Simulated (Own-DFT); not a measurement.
## Calculated data, GaN (wurtzite, strained, atoms displaced)

All values are calculated (Own-DFT development build). A calculation, not a measurement: plane-wave PBE density functional theory by an unreviewed code, no spin, of a simulated periodic cell, stress positive in tension, free energy of the whole cell less one offset for each atom, forces on such cells passed a denser k mesh, this cell's mesh not checked; offsets are fitted by least squares, one for each functional and potential file, so energies compare only between cells with the same atoms and settings and are not formation energies; the far tail of each file's local potential was reset to the Coulomb form; each entry is a single point on an unrelaxed cell, so the pressure reflects the starting lattice, mostly measured values (interpolated for alloys), from which strain is counted, and rises with the displacements; printed positions are rounded, which can move forces by about a meV/angstrom; the program, named Own-DFT, is a retired in-house code; no spin-orbit coupling.

```cif
# cell vector a (Å): 12.7560 0.0000 0.0000
# cell vector b (Å): -4.7835 8.2853 0.0000
# cell vector c (Å): 0.0000 0.0000 10.4737
data_GaN
_symmetry_space_group_name_H-M 'P 1'
_symmetry_Int_Tables_number 1
_cell_length_a 12.7560
_cell_length_b 9.5670
_cell_length_c 10.4737
_cell_angle_alpha 90.000
_cell_angle_beta 90.000
_cell_angle_gamma 120.000
_cell_volume 1106.94
loop_
_atom_site_label
_atom_site_type_symbol
_atom_site_fract_x
_atom_site_fract_y
_atom_site_fract_z
_atom_site_occupancy
Ga1 Ga 0.08804 0.21906 0.99966 1
Ga2 Ga 0.17093 0.10793 0.24536 1
N1 N 0.07835 0.22061 0.19184 1
N2 N 0.16791 0.10338 0.43792 1
Ga3 Ga 0.07835 0.21862 0.49785 1
Ga4 Ga 0.16677 0.11706 0.75607 1
N3 N 0.08459 0.22349 0.69202 1
N4 N 0.16790 0.10972 0.93078 1
Ga5 Ga 0.08180 0.55013 0.99151 1
Ga6 Ga 0.17118 0.44073 0.24144 1
N5 N 0.08289 0.56340 0.18664 1
N6 N 0.16326 0.44666 0.43798 1
Ga7 Ga 0.09210 0.55703 0.49611 1
Ga8 Ga 0.16451 0.43989 0.74615 1
N7 N 0.09000 0.55275 0.68507 1
N8 N 0.16503 0.43289 0.93725 1
Ga9 Ga 0.08521 0.89577 0.99290 1
Ga10 Ga 0.16448 0.77937 0.25719 1
N9 N 0.08307 0.88109 0.18581 1
N10 N 0.16861 0.77753 0.44633 1
Ga11 Ga 0.08753 0.89755 0.50761 1
Ga12 Ga 0.17225 0.78741 0.74056 1
N11 N 0.07854 0.88342 0.68967 1
N12 N 0.15978 0.77800 0.93757 1
Ga13 Ga 0.34062 0.23028 0.99666 1
Ga14 Ga 0.41186 0.10748 0.25540 1
N13 N 0.32912 0.21355 0.18670 1
N14 N 0.42087 0.12480 0.43815 1
Ga15 Ga 0.33228 0.22156 0.48958 1
Ga16 Ga 0.41442 0.10081 0.74622 1
N15 N 0.33689 0.22108 0.68719 1
N16 N 0.40911 0.09898 0.94043 1
Ga17 Ga 0.32828 0.55807 0.99871 1
Ga18 Ga 0.41850 0.44788 0.24420 1
N17 N 0.33623 0.55133 0.18344 1
N18 N 0.42129 0.44994 0.44079 1
Ga19 Ga 0.33358 0.55697 0.49417 1
Ga20 Ga 0.41795 0.44778 0.75320 1
N19 N 0.33087 0.56261 0.68725 1
N20 N 0.41511 0.45128 0.93754 1
Ga21 Ga 0.33236 0.88321 0.00571 1
Ga22 Ga 0.41218 0.77147 0.24576 1
N21 N 0.34011 0.89695 0.18511 1
N22 N 0.42194 0.78305 0.44195 1
Ga23 Ga 0.32991 0.88384 0.49135 1
Ga24 Ga 0.41977 0.78143 0.75217 1
N23 N 0.34226 0.90290 0.68744 1
N24 N 0.41824 0.78563 0.93894 1
Ga25 Ga 0.59377 0.23904 0.99514 1
Ga26 Ga 0.66568 0.10277 0.25700 1
N25 N 0.57341 0.21959 0.19402 1
N26 N 0.66679 0.10851 0.43628 1
Ga27 Ga 0.58420 0.21899 0.49027 1
Ga28 Ga 0.67202 0.11559 0.75007 1
N27 N 0.58194 0.21879 0.68806 1
N28 N 0.67065 0.11140 0.94202 1
Ga29 Ga 0.58768 0.56982 0.99946 1
Ga30 Ga 0.66799 0.43808 0.24217 1
N29 N 0.57401 0.54507 0.19517 1
N30 N 0.67387 0.46083 0.43979 1
Ga31 Ga 0.58532 0.55670 0.49754 1
Ga32 Ga 0.66643 0.44946 0.74539 1
N31 N 0.58010 0.54942 0.68790 1
N32 N 0.66935 0.43991 0.93494 1
Ga33 Ga 0.58053 0.89349 0.99807 1
Ga34 Ga 0.67396 0.78342 0.25030 1
N33 N 0.58026 0.88541 0.18012 1
N34 N 0.67230 0.77071 0.44242 1
Ga35 Ga 0.58830 0.89671 0.49890 1
Ga36 Ga 0.66156 0.77220 0.74994 1
N35 N 0.58277 0.88690 0.69032 1
N36 N 0.66092 0.77424 0.93107 1
Ga37 Ga 0.83604 0.22926 0.99126 1
Ga38 Ga 0.92141 0.11587 0.25530 1
N37 N 0.83708 0.22146 0.19382 1
N38 N 0.92480 0.12148 0.44004 1
Ga39 Ga 0.83073 0.21979 0.50098 1
Ga40 Ga 0.91397 0.10922 0.75405 1
N39 N 0.82322 0.21454 0.69250 1
N40 N 0.91826 0.11697 0.94498 1
Ga41 Ga 0.83517 0.56581 0.99728 1
Ga42 Ga 0.92039 0.45173 0.24614 1
N41 N 0.83637 0.55148 0.19314 1
N42 N 0.91152 0.43866 0.43834 1
Ga43 Ga 0.83009 0.54943 0.49810 1
Ga44 Ga 0.92316 0.44602 0.74741 1
N43 N 0.82932 0.54822 0.69105 1
N44 N 0.91475 0.44049 0.92929 1
Ga45 Ga 0.84046 0.88810 0.00060 1
Ga46 Ga 0.91021 0.77246 0.25405 1
N45 N 0.83376 0.88406 0.19139 1
N46 N 0.92162 0.78515 0.43702 1
Ga47 Ga 0.83578 0.88384 0.49886 1
Ga48 Ga 0.91591 0.77869 0.75358 1
N47 N 0.82472 0.88630 0.69208 1
N48 N 0.92419 0.77617 0.94261 1
_calc_functional 'PBE'
_calc_potential_files 'PseudoDojo norm-conserving, scalar-relativistic, standard set with the stringent files for Ga'
_calc_wave_cutoff 96  # hartree
_calc_occupations 'Gaussian'
_calc_smearing_width 0.01  # eV
_calc_k_mesh '3 x 4 x 3 centred on Gamma'
_calc_free_energy_of_cell_above_offsets '-4.663'  # eV
_calc_pressure 5.31  # GPa
_calc_stress_xx -7.5  # GPa
_calc_stress_yy -6.81  # GPa
_calc_stress_zz -1.63  # GPa
_calc_stress_yz 0.6  # GPa
_calc_stress_xz 0.24  # GPa
_calc_stress_xy -0.83  # GPa
```

Force:
| element | x (eV/Å) | y (eV/Å) | z (eV/Å) |
| --- | --- | --- | --- |
| Ga | -0.871 | -0.349 | 0.59 |
| Ga | -1.606 | -0.864 | 0.545 |
| N | 2.103 | -0.107 | -0.995 |
| N | -0.966 | 1.488 | -0.722 |
| Ga | 2.292 | 1.097 | 0.984 |
| Ga | 1.255 | -0.288 | -2.306 |
| N | -0.794 | -0.97 | -0.981 |
| N | -0.004 | 0.695 | 2.021 |
| Ga | -0.354 | 0.775 | 0.671 |
| Ga | -1.609 | 0.616 | 0.949 |
| N | 1.583 | -0.686 | -0.366 |
| N | 2.383 | -1.113 | -1.353 |
| Ga | -2.641 | -0.354 | 0.884 |
| Ga | 0.963 | 0.665 | 0.58 |
| N | -1.389 | 0.87 | -0.088 |
| N | -0.545 | 1.282 | -0.159 |
| Ga | 1.43 | -0.466 | 1.613 |
| Ga | 0.709 | -0.012 | -0.935 |
| N | -1.171 | 0.92 | -0.007 |
| N | -1.063 | 0.162 | -1.006 |
| Ga | -0.345 | -1.476 | -0.498 |
| Ga | 0.437 | -0.916 | 1.294 |
| N | -0.025 | 1.03 | 0.226 |
| N | 1.768 | -0.577 | -0.847 |
| Ga | 0.11 | -1.009 | 0.064 |
| Ga | 0.263 | 0.595 | -0.771 |
| N | 0.262 | 1.536 | -0.39 |
| N | 0.42 | -2.079 | -0.386 |
| Ga | -0.188 | 1.169 | 2.078 |
| Ga | -0.135 | 3.652 | 1.578 |
| N | -1.132 | 0.216 | -0.117 |
| N | 0.844 | 1.776 | -0.515 |
| Ga | 0.837 | 0.223 | -0.648 |
| Ga | -0.591 | -1.899 | 1.537 |
| N | -1.185 | 0.475 | 0.116 |
| N | -0.938 | -0.485 | -1.127 |
| Ga | 0.197 | -0.08 | 1.078 |
| Ga | -0.65 | -0.681 | -1.082 |
| N | 0.856 | -0.595 | -0.063 |
| N | 0.636 | -0.033 | 0.459 |
| Ga | -1.439 | 0.627 | -1.026 |
| Ga | 0.575 | 0.901 | 0.594 |
| N | -0.725 | -1.748 | 1.602 |
| N | -0.35 | -0.365 | -1.376 |
| Ga | 1.402 | 1.773 | 1.521 |
| Ga | -0.645 | -0.052 | -0.492 |
| N | -0.4 | -4.043 | -1.725 |
| N | -0.11 | -1.364 | -0.208 |
| Ga | -0.929 | -4.059 | 1.392 |
| Ga | -0.296 | 0.872 | -2.359 |
| N | 2.061 | -0.12 | -0.908 |
| N | 0.19 | 0.312 | 0.425 |
| Ga | -0.377 | 1.565 | 1.633 |
| Ga | -2.793 | -1.433 | 0.968 |
| N | 0.382 | 0.431 | -0.529 |
| N | -0.803 | 0.479 | -0.66 |
| Ga | -0.18 | -2.197 | 0.748 |
| Ga | -0.819 | 0.517 | 1.357 |
| N | 2.74 | 2.22 | -1.799 |
| N | -0.251 | -2.5 | -1.23 |
| Ga | -0.379 | -0.614 | 0.851 |
| Ga | 0.298 | -1.619 | 0.107 |
| N | -0.238 | 0.892 | -0.255 |
| N | -0.885 | 3.258 | -0.176 |
| Ga | 0.93 | 0.004 | -0.069 |
| Ga | -1.56 | -1.313 | 0.292 |
| N | 0.599 | -0.159 | 1.608 |
| N | -1.45 | 1.991 | -1.026 |
| Ga | 0.481 | -1.765 | 1.038 |
| Ga | -0.199 | -0.101 | -0.649 |
| N | 0.101 | 0.565 | -0.529 |
| N | 0.988 | 1.564 | 1.207 |
| Ga | -0.01 | -0.915 | 2.044 |
| Ga | -0.98 | -0.62 | -0.382 |
| N | -0.939 | 0.155 | -0.818 |
| N | -1.964 | -2.087 | -0.067 |
| Ga | 0.56 | 0.477 | 0.3 |
| Ga | -0.014 | 0.021 | -0.105 |
| N | 3.239 | 1.722 | -1.396 |
| N | 0.925 | -1.129 | -0.776 |
| Ga | 0.969 | -2.118 | 0.667 |
| Ga | 0.877 | -1.766 | 1.079 |
| N | -1.656 | 0.766 | -1.637 |
| N | 0.944 | 0.827 | 0.005 |
| Ga | 1.088 | 1.259 | 0.86 |
| Ga | -0.829 | -0.092 | -0.807 |
| N | 0.84 | 1.258 | -0.445 |
| N | -0.088 | 1.255 | 0.931 |
| Ga | -1.479 | 0.487 | 0.015 |
| Ga | 1.671 | 0.339 | -0.186 |
| N | 0.057 | 0.946 | -0.844 |
| N | 0.715 | -0.854 | 0.584 |
| Ga | -0.35 | 0.975 | 0.882 |
| Ga | -0.438 | -0.777 | -0.713 |
| N | 1.69 | 0.285 | -0.372 |
| N | -1.891 | 0.861 | -1.05 |
